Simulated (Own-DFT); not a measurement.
## Calculated data, Hf$_{36}$O$_{71}$ (tetragonal hafnia with one neutral oxygen vacancy, atoms displaced)

All values are calculated (Own-DFT development build). A calculation, not a measurement: plane-wave PBE and HSE06 DFT by an unreviewed code, no spin, of a simulated cell at Gamma alone, so results move with cell size and shape, stress positive in tension, energies less offsets, not probed for a lower state with spin; hafnium file: forces about 75 meV/angstrom off all-electron values; oxygen file: force components 24 meV/angstrom off all-electron in a glass; k mesh not checked against a denser one; forces and stress are PBE's, HSE06 gives the energy alone, and its difference from PBE has offsets of its own; offsets are fitted by least squares, one for each functional and potential file, so energies compare only between cells with the same atoms and settings and are not formation energies; the far tail of each file's local potential was reset to the Coulomb form; each entry is a single point on an unrelaxed cell, so the pressure reflects the starting lattice, taken from the Materials Project, from which strain is counted, and rises with the displacements; printed positions are rounded, which can move forces by about a meV/angstrom; the program is a retired in-house code; no spin-orbit coupling.

Common to all runs: first functional PBE; second functional HSE06; exact exchange share 0.25; screening 0.11 1/bohr; exchange divergence Gygi-Baldereschi; potential files PseudoDojo norm-conserving, scalar-relativistic, made for PBE, standard set; wave cutoff 48 hartree; occupations fixed; k mesh 1 x 1 x 1 centred on Gamma.

(1) 
```xyz
107
Lattice="10.7800 0.0000 0.0000 0.0000 10.7800 0.0000 0.0000 0.0000 10.4493" Properties=species:S:1:pos:R:3:force_x:R:1:force_y:R:1:force_z:R:1 formula=Hf36O71 PBE_energy_of_cell_above_offsets=-100.874 HSE06_less_PBE_above_offsets=-0.148 PBE_pressure=0.68 PBE_stress_xx=-0.6 PBE_stress_yy=-0.44 PBE_stress_zz=-1 PBE_stress_yz=0.09 PBE_stress_xz=-0.11 PBE_stress_xy=0.05
Hf     0.0544     0.0172     0.0317     -1.917     -1.446      -1.05
Hf     1.7501     1.7556     2.5734      0.603      0.823      1.632
O     10.7598     1.8170     1.5885     -0.018      0.148     -0.513
O      1.7352     0.0015     3.6346      0.496     -0.023     -0.563
O      0.0186     1.8065     4.1837      0.026      0.513      0.197
O      1.8047     0.0132     0.9787      0.247       0.26      0.935
Hf     0.0256     0.0372     5.2584     -0.979     -0.743     -0.704
Hf     1.8534     1.8967     7.8169     -1.392     -1.825      0.065
O      0.0016     1.8001     6.7963      0.317        0.5      0.219
O      1.8345    10.7495     8.8537     -0.019      0.984      0.163
O      0.0271     1.7384     9.3966      0.187      1.549      0.667
O      1.7790    10.7559     6.2212      1.175      0.167      0.278
Hf     0.0355     3.5674     0.0627     -0.707     -0.101     -0.741
Hf     1.8301     5.3742     2.6126     -0.318       0.16      0.308
O     10.7370     5.4055     1.6151      0.897     -0.664     -0.098
O      1.8537     3.6170     3.6579      -0.42     -0.565     -0.504
O     10.7735     5.3764     4.2359      0.129     -0.326     -0.036
O      1.8016     3.5786     1.0431      0.006      0.171     -0.369
Hf    10.7776     3.5797     5.2802      0.251     -0.103     -1.348
Hf     1.7667     5.4040     7.8046       0.08      0.725      0.283
O     10.7585     5.4097     6.8208      0.282     -0.591      0.085
O      1.7691     3.5846     8.8368      0.393      0.841      0.714
O     10.7769     5.3487     9.4595      0.086     -0.122     -0.183
O      1.8296     3.5849     6.2532     -0.773      0.034      0.497
Hf    10.7792     7.1531    10.4361      0.153      0.971     -0.062
Hf     1.8134     8.9732     2.6181     -0.803     -0.238     -0.027
O     10.7343     9.0300     1.5623      1.166     -0.155      0.031
O      1.8138     7.1861     3.6375      0.215     -0.236     -0.361
O      0.0571     8.9774     4.1766     -0.227      0.026      0.363
O      1.7824     7.1763     1.0213      0.139      0.227     -0.189
Hf    10.7646     7.1732     5.2015       0.13      0.786      0.202
Hf     1.8053     9.0187     7.8541     -0.458     -0.741     -0.593
O      0.0248     8.9578     6.8069     -0.205      0.377      0.824
O      1.8196     7.1753     8.8430       -0.4      0.178      0.224
O      1.8058     7.2110     6.2531     -0.194     -0.642     -0.399
Hf     3.5634    10.7796    10.4384      0.487     -0.659     -0.073
Hf     5.4191     1.8212     2.5997     -0.574      0.386      0.619
O      3.5515     1.8190     1.6403       0.92     -0.159     -0.747
O      5.4376     0.0289     3.6346     -0.245     -0.298     -0.354
O      3.5782     1.8038     4.1847      0.274     -0.398      0.663
O      5.3849    10.7534     0.9946      0.052      0.256      0.261
Hf     3.6142    10.7762     5.2136     -0.254      0.246      0.043
Hf     5.3691     1.7668     7.8697      0.698      1.069     -0.751
O      3.5821     1.8213     6.8204      0.401     -0.251     -0.142
O      5.3619     0.0319     8.8547      0.311     -0.803      0.391
O      3.6152     1.7925     9.4214     -0.243      0.422      0.044
O      5.3825     0.0069     6.2735     -0.124      0.237     -0.146
Hf     3.6026     3.5961    10.4360      0.863      0.542      0.568
Hf     5.3503     5.3834     2.6500      0.442     -0.387      -0.81
O      3.5889     5.4111     1.5094      0.024     -0.225      0.812
O      5.4191     3.6325     3.7167     -0.042     -0.657     -0.566
O      3.5813     5.3723     4.1992      0.138      0.427       0.06
O      5.4097     3.6119     1.0409     -0.512     -0.676     -0.026
Hf     3.5963     3.5807     5.2636       0.37     -0.052     -1.129
Hf     5.3275     5.3613     7.8308      0.673      0.253      0.327
O      3.5662     5.4028     6.8483     -0.134     -0.181     -0.452
O      5.4049     3.6084     8.9079     -0.449     -0.492     -0.234
O      3.6094     5.4489     9.4373     -0.153     -1.637     -0.526
O      5.3512     3.5781     6.3240      0.468      0.061     -0.404
Hf     3.5830     7.1845    10.3932       0.11      0.418      1.191
Hf     5.4468     8.9852     2.5796     -0.319     -0.234      0.342
O      3.6253     9.0172     1.5707     -0.421     -0.019      0.356
O      5.4317     7.1169     3.6458     -0.541      1.599     -0.182
O      3.5858     8.9948     4.1869      0.209      0.163     -0.084
O      5.4205     7.2095     1.0332     -0.579      0.298     -0.143
Hf     3.5880     7.2211     5.2093     -0.112     -0.246      0.635
Hf     5.4007     8.9715     7.8953      0.066     -0.407     -1.453
O      3.5827     8.9253     6.8465      0.642      0.543     -0.225
O      5.4048     7.1778     8.8430      0.058      0.058      0.308
O      3.6506     8.9707     9.4163     -0.007      0.472      0.101
O      5.3777     7.2363     6.2517     -0.219     -0.245     -0.371
Hf     7.1452     0.0022    10.4107      1.423     -0.205      0.825
Hf     8.9737     1.8055     2.5896      0.053     -0.697      1.086
O      7.2109     1.7720     1.6109      -0.69      0.036      -0.32
O      8.9715     0.0235     3.6940       -0.2     -0.199     -0.833
O      7.1724     1.8225     4.2379     -0.121      0.364     -0.315
O      8.9807    10.7512     1.0380     -0.179       0.55     -0.379
Hf     7.1911     0.0524     5.2187      0.629     -0.871      0.333
Hf     8.9797     1.8445     7.8677      0.488     -1.621      -0.43
O      7.2227     1.8261     6.8270     -0.859     -0.017       0.23
O      9.0389     0.0312     8.8580     -0.234     -0.647     -0.093
O      7.1636     1.7690     9.4359      0.034      0.278     -0.295
O      8.9820     0.0211     6.2566       0.09     -0.036      -0.09
Hf     7.2326     3.5632    10.4320     -1.431       1.11     -0.019
Hf     8.9581     5.3919     2.5782     -0.401      0.228      0.682
O      7.1567     5.3709     1.5727      0.314      0.233      0.589
O      8.9556     3.5979     3.6368     -0.117      0.092     -0.169
O      7.1673     5.4630     4.1955      0.381      -1.76     -0.064
O      8.9214     3.5842     1.0068      1.644     -0.106      0.408
Hf     7.1984     3.6268     5.2407     -0.987      0.156     -0.265
Hf     8.9779     5.3677     7.8141     -0.801      0.969      0.223
O      7.1028     5.3965     6.8190      1.288      -0.29       0.04
O      8.9557     3.5932     8.8870     -0.067      0.219     -0.145
O      7.1530     5.4121     9.4799      0.502     -0.452     -0.537
O      8.9700     3.5843     6.2220      0.354      0.461      0.706
Hf     7.1722     7.1908     0.0009      0.333     -0.738      0.454
Hf     8.9555     8.9612     2.5861      1.332      0.745      0.951
O      7.2426     8.9754     1.6008     -1.224     -0.042     -0.274
O      8.9803     7.1774     3.6820      0.082      0.028     -0.631
O      7.1627     8.9668     4.2040      -0.19       0.63      -0.44
O      9.0330     7.1881     1.0290     -0.941     -0.119     -0.059
Hf     7.1564     7.1876     5.1651      0.413      0.803      1.563
Hf     9.0024     8.9531     7.8228      0.132      0.732     -0.478
O      7.2141     8.9536     6.7828     -0.562      0.329      0.952
O      9.0162     7.1856     8.8302      0.286     -0.397       0.51
O      7.2080     8.9738     9.4921     -0.383      0.405     -0.966
O      9.0298     7.2109     6.2944     -0.818     -0.515     -0.595
```

Units: PBE_energy_of_cell_above_offsets, HSE06_less_PBE_above_offsets in eV; PBE_pressure, PBE_stress_xx, PBE_stress_yy, PBE_stress_zz, PBE_stress_yz, PBE_stress_xz, PBE_stress_xy in GPa; force_x, force_y, force_z in eV/Å.

(2) 
```xyz
107
Lattice="10.7800 0.0000 0.0000 0.0000 10.7800 0.0000 0.0000 0.0000 10.4493" Properties=species:S:1:pos:R:3 formula=Hf36O71
Hf    10.7361    10.7420    10.4474
Hf     1.7752     1.7882     2.5269
O      0.0088     1.8752     1.5972
O      1.8116     0.0641     3.6477
O      1.8696    10.7524     0.9337
Hf     0.0356     0.0444     5.2382
Hf     1.7283     1.8345     7.8216
O     10.7759     1.7868     6.8038
O      1.7179     0.0120     8.8883
O      0.0030     1.7642     9.5371
O      1.8297    10.7119     6.3379
Hf    10.7602     3.6664    10.4111
Hf     1.6844     5.3263     2.6986
O     10.7503     5.3631     1.6676
O      1.7801     3.6373     3.6830
O     10.7325     5.4013     4.1875
O      1.7697     3.6271     1.0134
Hf     0.0608     3.6425     5.2617
Hf     1.7850     5.4293     7.8605
O      0.0821     5.4102     6.8591
O      1.7330     3.6351     8.7843
O     10.7596     5.3569     9.4095
O      1.6903     3.4816     6.2391
Hf     0.0690     7.1890    10.4328
Hf     1.7464     8.9569     2.5410
O      0.0237     8.9913     1.5637
O      1.7453     7.2175     3.6266
O     10.7592     8.9087     4.2791
O      1.8044     7.1678     0.9956
Hf     0.0884     7.1068     5.1858
Hf     1.7912     8.9630     7.9292
O      0.0270     9.0495     6.7963
O      1.7575     7.2093     8.8492
O     10.7755     8.9634     9.3731
O      1.7973     7.1949     6.2773
Hf     3.5774    10.7257    10.4116
Hf     5.3533     1.7746     2.6267
O      3.5319     1.7759     1.5410
O      5.4140     0.0861     3.7030
O      3.5900     1.8191     4.1883
O      5.4692    10.7734     1.0387
Hf     3.5879    10.7661     5.1888
Hf     5.4118     1.7821     7.7694
O      3.5240     1.7968     6.7404
O      5.3258     0.0661     8.8077
O      3.5614     1.7792     9.5191
O      5.3688     0.0238     6.3049
Hf     3.5524     3.4923    10.4451
Hf     5.4022     5.3159     2.5879
O      3.5440     5.4548     1.5788
O      5.3848     3.5991     3.5760
O      3.5449     5.3234     4.1927
O      5.2842     3.5742     1.0256
Hf     3.5686     3.6973     5.1801
Hf     5.3541     5.4255     7.9906
O      3.6378     5.3647     6.7899
O      5.3848     3.5717     8.8922
O      3.6826     5.3636     9.3649
O      5.3922     3.6174     6.3183
Hf     3.6370     7.1264     0.1085
Hf     5.3305     9.0256     2.5827
O      3.5983     8.9812     1.6276
O      5.3996     7.1945     3.6528
O      3.5357     8.9002     4.2362
O      5.3882     7.2195     1.0197
Hf     3.5560     7.2564     5.2269
Hf     5.5134     8.9766     7.8696
O      3.4755     8.9612     6.7713
O      5.4398     7.2066     8.9507
O      3.5242     9.0677     9.4535
O      5.3306     7.1850     6.2452
Hf     7.2305     0.0168    10.4314
Hf     9.0654     1.7394     2.5919
O      7.2641     1.7905     1.6373
O      8.8964     0.0385     3.6221
O      7.2212     1.7653     4.1848
O      8.9425    10.6762     0.9828
Hf     7.2342    10.7677     5.3075
Hf     8.8260     1.8001     7.7804
O      7.2511     1.8372     6.8329
O      8.9146    10.6827     8.9207
O      7.1984     1.8973     9.3695
O      8.9147     0.0939     6.2988
Hf     7.2151     3.5934     0.0596
Hf     8.9390     5.2943     2.6697
O      7.1637     5.3466     1.5664
O      9.0915     3.7073     3.6131
O      7.2123     5.4093     4.2455
O      9.0541     3.6097     0.9658
Hf     7.1506     3.6773     5.1883
Hf     8.9966     5.4141     7.8162
O      7.2474     5.3548     6.8184
O      8.9906     3.5529     8.8015
O      7.0925     5.3180     9.3985
O      8.9600     3.6723     6.3587
Hf     7.1193     7.1825    10.4073
Hf     9.0630     8.8974     2.5860
O      7.1690     9.0118     1.6149
O      8.9853     7.1299     3.6434
O      7.2311     8.9436     4.2082
O      8.9793     7.1706     1.0354
Hf     7.1776     7.1753     5.1900
Hf     8.9709     9.0113     7.8584
O      7.2261     8.9507     6.8051
O      9.0028     7.1197     8.9537
O      7.2055     8.9035     9.4225
O      8.9218     7.0937     6.2333
```

Q: Estimate the PBE stress yy of Hf$_{36}$O$_{71}$ (tetragonal hafnia with one neutral oxygen vacancy, atoms displaced) (entry 2).
A: -2.83 GPa

Q: Give the table of force values for Hf$_{36}$O$_{71}$ (tetragonal hafnia with one neutral oxygen vacancy, atoms displaced) (entry 2).
A: 
Force:
```csv
element,x (eV/Å),y (eV/Å),z (eV/Å)
Hf,1.251,0.551,-1.23
Hf,0.674,0.515,1.182
O,0.04,-1.172,0.376
O,-0.834,-1.086,-0.403
O,-2.31,-0.189,1.663
Hf,0.561,-0.408,0.895
Hf,0.704,-1.16,-0.075
O,-1.011,-0.509,-0.373
O,0.155,0.116,-0.212
O,-0.066,0.28,-0.392
O,-0.78,0.864,-1.719
Hf,0.383,-1.565,-0.186
Hf,1.197,1.091,-1.479
O,0.143,0.212,-0.786
O,-0.648,-1.671,-0.035
O,1.047,-0.422,0.218
O,0.146,0.018,0.256
Hf,-2.441,-1.384,-0.204
Hf,1.414,0.046,-0.522
O,-0.979,0.079,-0.936
O,0.403,-0.395,0.809
O,0.493,1.519,0.203
O,2.396,0.829,0.118
Hf,-2.124,-0.525,-0.368
Hf,1.13,0.456,1.443
O,0.022,0.121,-0.397
O,-0.055,-0.79,-0.117
O,-0.121,1.725,-1.29
O,-0.108,0.701,0.504
Hf,-1.578,1.402,1.498
Hf,-0.124,1.953,-1.814
O,-1.377,-0.201,0.768
O,0.129,-1.331,1.137
O,-0.225,-0.052,0.888
O,-0.096,-0.621,-0.337
Hf,1.019,1.824,0.346
Hf,0.349,-0.067,-0.317
O,0.934,0.149,0.747
O,-0.788,-1.894,-0.471
O,0.241,0.297,-0.437
O,-1.216,0.128,-0.196
Hf,-0.511,0.773,1.332
Hf,-1.573,1.653,-0.044
O,0.781,-0.017,1.224
O,0.935,-1.455,0.643
O,-0.243,-0.346,-1.548
O,0.758,-0.354,-0.45
Hf,0.38,1.128,-0.239
Hf,-1.165,1.617,-0.324
O,0.429,0.21,0.438
O,0.396,-0.175,1.07
O,0.071,2.355,-0.796
O,1.364,0.088,0.371
Hf,0.279,-2.581,2.296
Hf,0.619,-1.826,-2.044
O,-1.42,-0.289,0.314
O,-0.428,-0.591,-0.287
O,-0.685,0.794,1.115
O,0.285,-0.449,-1.539
Hf,-0.595,-0.371,-1.138
Hf,2.311,-0.226,1.257
O,-0.729,-0.102,-0.487
O,-0.236,-0.501,-0.842
O,0.327,2.514,-1.485
O,0.134,-0.038,0.648
Hf,0.758,-1.619,1.298
Hf,-2.098,0.276,-0.929
O,2.241,-0.238,0.788
O,-0.481,0.819,-0.312
O,0.441,-2.818,-0.522
O,0.95,0.523,0.598
Hf,-0.668,0.109,0.309
Hf,-1.241,0.897,1.298
O,-0.913,0.407,-0.898
O,1.486,-1.228,-0.006
O,-0.197,1.376,0.982
O,1.166,0.608,0.829
Hf,-1.24,-0.004,-2.5
Hf,4.115,0.647,2.133
O,-3.703,-0.314,-1.947
O,-0.079,1.527,-0.343
O,0.084,-1.937,0.605
O,1.649,-0.751,0.063
Hf,-0.663,0.077,-0.781
Hf,0.246,3.466,-2.13
O,-0.151,-0.358,0.258
O,-0.383,-4.192,1.323
O,-0.435,-0.645,-1.474
O,-1.434,0.156,0.651
Hf,0.382,-1.332,1.958
Hf,-0.386,-0.624,-0.322
O,-1.804,0.35,0.233
O,0.253,0.831,0.929
O,0.427,0.9,0.781
O,0.66,-0.707,-2.108
Hf,1.984,-1.019,1.059
Hf,-2.509,-0.394,0.968
O,0.171,-0.424,-0.086
O,-0.03,0.366,-0.364
O,-0.109,1.046,0.462
O,0.288,0.684,-0.264
Hf,-0.228,0.536,0.777
Hf,1.833,-1.895,-0.384
O,-0.472,0.436,0.237
O,-0.29,1.092,-0.946
O,-0.674,1.73,-0.607
O,1.619,0.392,0.137
```

Further results for Hf$_{36}$O$_{71}$ (tetragonal hafnia with one neutral oxygen vacancy, atoms displaced) (entry 2):

- PBE energy of cell above offsets: -96.019 eV
- HSE06 less PBE above offsets: 0.066 eV
- PBE pressure: 2.56 GPa
- PBE stress xx: -2.23 GPa
- PBE stress zz: -2.62 GPa
- PBE stress yz: 1.4 GPa
- PBE stress xz: -1.22 GPa
- PBE stress xy: -0.04 GPa
